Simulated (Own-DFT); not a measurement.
# One trend across several semiconductors

Source: density functional calculations with Own-DFT, an unreviewed in-house program that is no longer used. Nothing was measured or relaxed, and spin and spin-orbit coupling are left out.

Limits (not all hold for every row): forces on such cells moved up to 12 meV/angstrom on a denser k mesh; forces not confirmed at this smearing and k mesh; k mesh not checked against a denser one; forces on such cells passed a denser k mesh, each cell not checked; stress not checked against mesh or cutoff.

All runs are PBE with PseudoDojo norm-conserving files; cutoff and k mesh are each material's own. Every cell starts from measured lattice constants and was given uniform random strains and small random moves of its atoms. Each triple is the change of volume in per cent, the rms move u in Å and the pressure in GPa.

- wurtzite AlN (Al36N36), 10.45 Å³/atom unstrained: (-3.15, 0.051, 12.60); (-2.16, 0.050, 10.42); (0.03, 0.048, 5.71); (0.40, 0.046, 4.72); (1.70, 0.047, 2.18); (1.85, 0.053, 2.44); (3.43, 0.052, -1.31)
- diamond silicon (Si64), 20.02 Å³/atom unstrained: (-3.20, 0.051, 6.21); (-1.88, 0.050, 4.53); (-1.33, 0.045, 3.74); (-1.11, 0.050, 3.87); (0.53, 0.050, 2.42); (1.72, 0.050, 0.85); (2.59, 0.050, 0.22)
- zincblende GaP (Ga32P32), 20.24 Å³/atom unstrained: (-3.42, 0.047, 6.74); (-2.65, 0.052, 5.95); (-2.19, 0.045, 5.24); (-1.29, 0.048, 4.89); (-0.05, 0.053, 3.37); (0.10, 0.047, 3.19); (1.02, 0.049, 2.32)
- zincblende GaAs (As32Ga32), 22.58 Å³/atom unstrained: withheld
- zincblende InP (In32P32), 25.27 Å³/atom unstrained: (-3.62, 0.048, 6.59); (-1.94, 0.046, 5.16); (-1.65, 0.057, 5.14); (0.43, 0.046, 3.17); (0.49, 0.051, 3.33); (0.88, 0.050, 2.95); (1.64, 0.052, 2.46)
- grey tin (Sn64), 34.15 Å³/atom unstrained: (-2.59, 0.047, 5.10); (-0.88, 0.051, 4.42); (-0.58, 0.044, 4.01); (-0.42, 0.050, 3.99); (0.72, 0.052, 3.32); (1.18, 0.052, 3.19); (1.26, 0.047, 3.00)

## Worked fit

Fit a line to each set against the fractional change of volume; B is minus its slope, and u is nearly the same within a set. To take it to zero pressure, assume that B rises by 4 GPa for each GPa: B0 = B - 4 x (mean pressure). The bond length of an ideal tetrahedral crystal with the unstrained volume v is d = (√3/4)(8 v)^(1/3). Cohen's empirical rule reads B0 = (1971 - 220 L) d^(-3.5) GPa, with L = 0 for group IV crystals and SiC and 1 for III-V compounds.

```
material,L,d (Å),B (GPa),mean P (GPa),B0 (GPa),rule (GPa)
wurtzite AlN (Al36N36),1,1.893,210 ± 5,5.3,189 ± 5,188
diamond silicon (Si64),0,2.352,101 ± 5,3.1,89 ± 5,99
zincblende GaP (Ga32P32),1,2.360,98 ± 4,4.5,80 ± 4,87
zincblende GaAs (As32Ga32),1,2.448,?,?,?,76
zincblende InP (In32P32),1,2.541,80 ± 2,4.1,64 ± 2,67
grey tin (Sn64),0,2.810,54 ± 3,3.9,39 ± 3,53
```

A line through ln[B0/(1971 - 220 L)] against ln d has a slope of -4.2 ± 0.3 and a scatter of 8 %. Against the rule, B0 stands at 101 % for wurtzite AlN, 90 % for diamond silicon, 92 % for zincblende GaP, 95 % for zincblende InP, 73 % for grey tin. PBE tends to make silicon and heavier crystals too soft, and the rule itself is only a guide.

## The run left out

Question: what B0 does the fitted trend give for zincblende GaAs (As32Ga32)?

Estimate: 67 GPa. Its own runs give B = 78 ± 4 GPa at a mean pressure of 3.9 GPa, so B0 = 62 GPa.
